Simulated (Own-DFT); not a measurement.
# Reading a pressure off an energy slope: alpha-quartz SiO2, 70 atoms (O46Si24), with two O vacancies

All values are computed. Each geometry was run twice at fixed positions with Own-DFT, a retired in-house plane-wave program that no person has reviewed: with PBE, and with HSE06 (exact exchange share 0.25 at short range, screening 0.11 per bohr, Gygi-Baldereschi treatment of its divergence). Both used PseudoDojo norm-conserving files made for PBE, a cutoff of 48 hartree, the Gamma point alone, fixed occupations, a neutral cell and no spin. One k point on a cell 8.5 Å thick isn't converged, and results move with the size of the cell. The oxygen file's force components were 24 meV/Å off all-electron values in a glass.

Unstrained cell vectors in Å: (9.827, 0.000, 0.000); (-4.913, 8.510, 0.000); (0.000, 0.000, 10.810), volume V0 = 904.0 Å³, from measured lattice constants. Each geometry has its own random strain of a few per cent, its own defect sites and random moves of rms u per axis. HSE06 gave the energy alone. D is its energy less that of PBE, over the lowest D shown. The PBE stress wasn't checked against mesh or cutoff.

| run | V - V0 (Å³) | u (Å) | P with PBE (GPa) | D (eV) |
|---|---|---|---|---|
| 1 | 38.2 | 0.0298 | -0.04 | 2.072 |
| 2 | -40.5 | 0.0315 | 17.50 | 0.000 |
| 3 | 1.4 | 0.0291 | 7.29 | 1.058 |
| 4 | 25.1 | 0.0302 | 1.82 | 1.812 |
| 5 | -5.2 | 0.0324 | 8.65 | 0.922 |
| 6 | 0.4 | 0.0291 | 7.29 | 1.056 |
| 7 | -28.0 | 0.0297 | 14.47 | 0.325 |
| 8 | 8.2 | 0.0307 | 6.16 | 1.166 |
| 9 | -17.8 | 0.0286 | 12.76 | 0.460 |
| 10 | 4.9 | 0.0272 | 6.06 | 1.225 |
| 11 | -18.1 | 0.0302 | 11.68 | 0.617 |
| 12 | -10.3 | 0.0306 | 9.73 | 0.809 |
| 13 | 14.1 | 0.0314 | 4.36 | 1.491 |
| 14 | 18.4 | 0.0305 | 3.59 | ? |

## What the rows give

D = 1.06 + 0.0270 (V - V0) eV, with an error of 0.0008 on the volume slope and a scatter of 0.06 eV. Pressure is -dE/dV, and 1 eV/Å³ is 160.2 GPa, so HSE06 changes the pressure by -4.3 ± 0.1 GPa. Turning this into a change of volume would need the relaxed stiffness: quartz yields by tilting its tetrahedra, which these fixed-ion runs don't allow.

## Test on the hidden row

Question: what D should run 14 give?

The fit gives 1.55 eV, with rows scattering by 0.06. The calculation gave 1.637 eV.
